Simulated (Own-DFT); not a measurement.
# Response to strain: 4H SiC, 72 atoms (C36Si36)

All numbers below are calculated, not measured. They come from Own-DFT, an in-house plane-wave density functional program, since retired, whose code no person has reviewed. Each row is one single-point run on a periodic cell that was not relaxed, without spin or spin-orbit coupling.

Settings of every run: PBE; PseudoDojo norm-conserving scalar-relativistic files; cutoff 42 hartree; 4 x 4 x 3 k mesh centred on Gamma; Fermi-Dirac smearing of 0.1 eV.

Known limits: forces on such cells passed a denser k mesh, each cell not checked; stress not checked against mesh or cutoff.

Unstrained cell vectors in Å: (9.248, 0.000, 0.000); (-4.624, 8.009, 0.000); (0.000, 0.000, 10.068). The unstrained cell has measured lattice constants (interpolated for alloys), not those of this functional. That, the random moves and any unrelaxed bonds set the pressure at no strain. Each run strains this cell uniformly, with the atoms carried along. Every atom was also moved at random, by a Gaussian of width 0.05 Å on each axis. Strain is the symmetric tensor, in per cent. Stress is positive in tension, and the pressure is minus a third of its trace.

| run | e_xx (%) | e_yy (%) | e_zz (%) | e_yz (%) | e_xz (%) | e_xy (%) | s_xx (GPa) | s_yy (GPa) | s_zz (GPa) | s_yz (GPa) | s_xz (GPa) | s_xy (GPa) | P (GPa) | E (meV/atom) |
|---|---|---|---|---|---|---|---|---|---|---|---|---|---|---|
| 1 | -0.63 | 1.83 | -0.92 | 1.41 | 0.86 | 1.23 | -8.56 | 3.63 | -10.18 | 3.58 | 3.71 | 4.35 | 5.04 | 39.7 |
| 2 | 1.77 | -0.44 | 0.08 | 1.34 | -0.19 | 0.33 | 4.99 | -5.37 | -7.11 | 3.31 | -0.52 | 3.03 | 2.50 | 27.0 |
| 3 | 0.79 | 0.78 | 1.40 | -1.71 | -1.39 | -0.33 | 1.41 | 1.36 | 1.82 | -5.34 | -4.02 | -1.17 | -1.53 | 0.0 |
| 4 | 0.73 | -0.25 | 1.54 | -0.97 | -1.28 | -1.51 | 0.02 | -5.77 | 2.54 | -3.03 | -4.48 | -5.67 | 1.07 | 21.2 |
| 5 | 0.32 | -0.31 | -1.99 | 1.06 | 1.41 | 0.99 | -4.87 | -6.30 | -18.80 | 4.16 | 4.56 | 4.64 | 9.99 | 24.1 |
| 6 | -1.52 | -0.10 | -0.80 | 0.58 | -0.14 | -0.20 | -14.05 | -7.78 | -10.32 | 1.58 | -0.93 | -0.65 | 10.71 | 16.1 |
| 7 | -1.83 | 0.01 | -1.29 | 1.24 | -0.44 | -0.26 | -15.05 | -7.32 | -15.99 | 5.27 | -1.35 | -0.28 | 12.79 | 36.4 |
| 8 | 0.12 | 1.17 | -0.52 | -0.35 | 1.27 | -0.51 | -5.23 | 0.74 | -8.93 | -1.71 | 4.64 | -3.75 | 4.47 | 37.6 |
| 9 | -0.35 | -1.22 | -1.16 | -0.15 | 0.70 | 0.61 | -7.98 | -12.68 | -14.70 | -1.10 | 2.88 | 3.23 | 11.79 | 26.6 |
| 10 | 0.54 | -0.12 | -1.62 | 1.00 | -0.94 | -0.52 | -5.11 | -4.00 | -17.11 | 3.02 | -3.93 | -3.18 | 8.74 | 38.7 |
| 11 | -1.30 | 1.29 | 0.02 | 0.06 | 1.62 | 0.49 | -9.29 | 1.42 | -7.66 | 0.87 | 3.99 | 2.24 | 5.18 | 13.0 |
| 12 | -1.13 | -0.22 | -1.12 | 0.98 | -0.71 | -1.59 | -13.29 | -8.22 | -12.91 | 3.83 | -2.90 | -6.09 | 11.47 | 34.1 |
| 13 | 1.85 | 1.85 | -0.89 | -0.25 | 1.83 | -0.09 | 6.78 | 4.82 | -10.12 | -0.64 | 6.48 | -0.59 | -0.50 | 19.8 |
| 14 | 0.86 | -1.40 | -0.99 | -1.78 | -1.98 | -1.20 | -2.02 | -11.58 | -12.61 | -5.90 | -7.09 | -5.81 | 8.74 | 27.8 |
| 15 | -1.01 | 1.80 | -0.76 | 0.22 | -0.64 | 1.30 | -8.21 | 3.44 | -10.24 | 1.15 | -1.39 | 4.26 | 5.00 | 15.9 |
| 16 | -0.12 | 1.55 | -0.98 | -0.51 | 0.28 | 1.39 | -4.87 | 3.29 | -12.82 | -1.66 | 0.90 | 6.58 | 4.80 | 38.3 |
| 17 | -1.61 | -1.87 | 1.02 | -1.99 | 1.17 | -0.73 | ? | ? | ? | ? | ? | ? | ? | ? |

E is the free energy for each atom above the lowest run shown.

## Worked fit

Each stress component was fitted by least squares to a constant and the strains of the runs shown, as fractions, with shears doubled. Shear strains stay in the fit of a normal stress only where such slopes are resolved. The slopes, in GPa:

| stress | at no strain | per e_xx | per e_yy | per e_zz | scatter |
|---|---|---|---|---|---|
| s_xx | -4.7 | 533 ± 26 | 87 ± 26 | 101 ± 30 | 1.08 |
| s_yy | -4.9 | 98 ± 21 | 525 ± 21 | 30 ± 24 | 0.86 |
| s_zz | -6.9 | 18 ± 24 | 56 ± 24 | 587 ± 28 | 0.98 |

Each shear stress against twice its own strain: yz 156 ± 11, xz 161 ± 10, xy 225 ± 15 GPa. These are stiffnesses along x, y and z of the frame in which the cell vectors are given, which need not be the crystal's axes. The atoms are held to the strained lattice; where symmetry lets them move under strain, relaxing them would lower some slopes. The table should be nearly symmetric about its diagonal, and what it lacks of that shows the noise. A ninth of its sum, 226 ± 5 GPa, estimates the bulk modulus near the mean pressure of these runs, 6.3 GPa, so it lies above the value at zero pressure.

## Withheld run

Question: what normal stresses and pressure should run 17 give?

The fit gives s_xx = -13.9, s_yy = -16.0, s_zz = -2.2 and P = 10.7 GPa. The calculation gave -15.22, -17.97, -1.38 and P = 11.52 GPa.
